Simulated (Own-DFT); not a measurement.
# Point defects and the pressure they add: zincblende GaAs

The numbers are computed, not measured, by runs of the plane-wave DFT program Own-DFT (in-house, retired, unreviewed) at fixed positions, with no spin and no spin-orbit coupling.

Common settings: PBE; PseudoDojo norm-conserving scalar-relativistic files; cutoff 42 hartree; 3 x 3 x 3 k mesh centred on Gamma; Fermi-Dirac smearing of 0.1 eV.

Known weak points (not all hold for every row): not probed for a lower state with spin; forces not confirmed at this smearing and k mesh; stress not checked against mesh or cutoff.

All runs share one cell, with vectors in Å (11.737, 0.000, 0.000); (0.000, 11.737, 0.000); (0.000, 0.000, 10.833) and a volume of 1492.4 Å³, strained against the parent crystal. The atoms are randomly displaced, by u rms on each axis. The defect's site can differ from row to row.

```
cell,formula,u (Å),P (GPa)
no defect,As32Ga32,0.0309,1.26
no defect,As32Ga32,0.0495,1.56
no defect,As32Ga32,0.0528,1.54
one Al on a Ga site,AlAs32Ga31,0.0279,1.20
one Al on a Ga site,AlAs32Ga31,0.0495,1.54
one Al on a Ga site,AlAs32Ga31,0.0518,1.58
one As vacancy and one Ga vacancy,As31Ga31,0.0299,0.97
one As vacancy and one Ga vacancy,As31Ga31,0.0310,0.86
one As vacancy and one Ga vacancy,As31Ga31,0.0508,?
one As vacancy and one Ga vacancy,As31Ga31,0.0513,1.15
```

## What the rows give

P = P0 + c u² + a shift for each defect gives P0 = 1.11 GPa, c = 169 ± 21 GPa/Å² and a scatter of 0.05 GPa. The shifts, and each times the cell's volume:

- one Al on a Ga site: 0.00 ± 0.04 GPa, 0.0 eV (not resolved)
- one As vacancy and one Ga vacancy: -0.37 ± 0.04 GPa, -3.4 eV

Positive is outwards. The product with the volume (160.2 GPa Å³ to the eV) is nearly free of the cell's size; divided by the bulk modulus at the cell's pressure it gives the volume that the defect adds. The atoms around the defects weren't relaxed, which would change these numbers.

## Prediction

Question: what pressure belongs in the blank (one As vacancy and one Ga vacancy, u = 0.0508 Å)?

The fitted form gives 1.17 ± 0.06 GPa. DFT gave 1.21 GPa.
